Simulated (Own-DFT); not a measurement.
# Response to strain: 2H SiC, 32 atoms (C16Si16)

All numbers below are calculated, not measured. They come from Own-DFT, an in-house plane-wave density functional program, since retired, whose code no person has reviewed. Each row is one single-point run on a periodic cell that was not relaxed, without spin or spin-orbit coupling.

Settings of every run: PBE; PseudoDojo norm-conserving scalar-relativistic files; cutoff 42 hartree; 5 x 5 x 3 k mesh centred on Gamma; Fermi-Dirac smearing of 0.1 eV.

Known limits: forces on such cells passed a denser k mesh, each cell not checked; stress not checked against mesh or cutoff.

Unstrained cell vectors in Å: (6.165, 0.000, 0.000); (-3.083, 5.339, 0.000); (0.000, 0.000, 10.068). The unstrained cell has measured lattice constants (interpolated for alloys), not those of this functional. That, the random moves and any unrelaxed bonds set the pressure at no strain. Each run strains this cell uniformly, with the atoms carried along. Every atom was also moved at random, by a Gaussian of width 0.05 Å on each axis. Strain is the symmetric tensor, in per cent. Stress is positive in tension, and the pressure is minus a third of its trace.

| run | e_xx (%) | e_yy (%) | e_zz (%) | e_yz (%) | e_xz (%) | e_xy (%) | s_xx (GPa) | s_yy (GPa) | s_zz (GPa) | s_yz (GPa) | s_xz (GPa) | s_xy (GPa) | P (GPa) | E (meV/atom) |
|---|---|---|---|---|---|---|---|---|---|---|---|---|---|---|
| 1 | 1.73 | -1.38 | 0.82 | 1.47 | -1.01 | -1.86 | 3.50 | -9.96 | -2.47 | 5.53 | -3.90 | -8.83 | 2.98 | 8.7 |
| 2 | 0.74 | 0.62 | 1.22 | -1.72 | 1.24 | 1.64 | -1.22 | 1.40 | -0.50 | -5.42 | 3.02 | 7.10 | 0.11 | 11.6 |
| 3 | 0.94 | 0.53 | -0.34 | 1.25 | -0.20 | -1.08 | 3.14 | -1.76 | -9.59 | 2.82 | -1.93 | -5.31 | 2.73 | 7.0 |
| 4 | 1.78 | -1.65 | -1.29 | -0.94 | -1.21 | -2.00 | 5.51 | -14.54 | -15.66 | -2.52 | -3.54 | -7.59 | 8.23 | 21.2 |
| 5 | -1.39 | -0.05 | -2.00 | -0.63 | 1.98 | -0.50 | -13.40 | -5.92 | -21.51 | -2.02 | 6.32 | -3.58 | 13.61 | 36.3 |
| 6 | 1.32 | 0.05 | -1.75 | 1.86 | 0.53 | -0.52 | 4.07 | -4.89 | -17.46 | 5.10 | 2.07 | -2.63 | 6.09 | 24.1 |
| 7 | -1.03 | -1.04 | 0.42 | 0.73 | -1.76 | -1.39 | -14.42 | -9.94 | -4.89 | 2.12 | -6.24 | -9.34 | 9.75 | 26.8 |
| 8 | -1.18 | -0.24 | -1.40 | -1.21 | -0.22 | 0.92 | -11.92 | -5.26 | -20.00 | -2.54 | -0.95 | 6.01 | 12.39 | 40.8 |
| 9 | -0.96 | -1.12 | -1.79 | 0.66 | -0.20 | 1.20 | -10.98 | -12.27 | -22.16 | 4.19 | 1.64 | 5.54 | 15.13 | 35.3 |
| 10 | -1.90 | -1.62 | -0.64 | 1.03 | 0.60 | -1.35 | -15.92 | -18.58 | -13.67 | 3.66 | 2.04 | -9.67 | 16.05 | 27.4 |
| 11 | -0.80 | -1.60 | 0.40 | 1.75 | -1.16 | 0.93 | -8.82 | -17.16 | -7.45 | 5.82 | -2.74 | 3.85 | 11.14 | 51.9 |
| 12 | -1.05 | 0.71 | 0.01 | -0.90 | 1.38 | 0.00 | -8.97 | -2.34 | -8.61 | -1.92 | 4.34 | -0.30 | 6.64 | 30.8 |
| 13 | -1.05 | 1.70 | 0.22 | 0.65 | -0.61 | 0.52 | -8.86 | 4.74 | -6.47 | 2.43 | -1.74 | 4.16 | 3.53 | 11.5 |
| 14 | 1.05 | 1.14 | -0.97 | 0.45 | 0.39 | 1.31 | 1.48 | 0.95 | -12.35 | 2.55 | 0.40 | 6.86 | 3.31 | 35.5 |
| 15 | 0.34 | -0.22 | 1.65 | 1.81 | -0.73 | 1.68 | -2.68 | -6.61 | 4.47 | 4.45 | -1.41 | 8.79 | 1.61 | 5.1 |
| 16 | 0.09 | 0.33 | 0.41 | -1.96 | -1.50 | 1.54 | -3.18 | -1.83 | -5.17 | -7.25 | -3.66 | 7.59 | 3.39 | 0.0 |
| 17 | -1.47 | 0.59 | -1.97 | 1.88 | -0.95 | 0.89 | -12.58 | -4.13 | -20.46 | 8.29 | -3.07 | 4.69 | 12.39 | 27.0 |
| 18 | 1.10 | -1.52 | -0.77 | 1.40 | 0.87 | -0.65 | ? | ? | ? | ? | ? | ? | ? | ? |

E is the free energy for each atom above the lowest run shown.

## Worked fit

Each stress component was fitted by least squares to a constant and the strains of the runs shown, as fractions, with shears doubled. Shear strains stay in the fit of a normal stress only where such slopes are resolved. The slopes, in GPa:

```
stress  at no strain  per e_xx  per e_yy  per e_zz  scatter
  s_xx          -4.6  589 ± 28   78 ± 32  -19 ± 30     1.35
  s_yy          -4.9   78 ± 33  607 ± 38   40 ± 35     1.60
  s_zz          -7.9   73 ± 23   53 ± 27  652 ± 25     1.12
```

Each shear stress against twice its own strain: yz 158 ± 11, xz 153 ± 10, xy 254 ± 14 GPa. These are stiffnesses along x, y and z of the frame in which the cell vectors are given, which need not be the crystal's axes. The atoms are held to the strained lattice; where symmetry lets them move under strain, relaxing them would lower some slopes. The table should be nearly symmetric about its diagonal, and what it lacks of that shows the noise. A ninth of its sum, 239 ± 4 GPa, estimates the bulk modulus near the mean pressure of these runs, 7.6 GPa, so it lies above the value at zero pressure.

## Withheld run

Question: what normal stresses and pressure should run 18 give?

The fit gives s_xx = 0.9, s_yy = -13.6, s_zz = -13.0 and P = 8.5 GPa. The calculation gave -3.53, -11.19, -9.25 and P = 7.99 GPa.
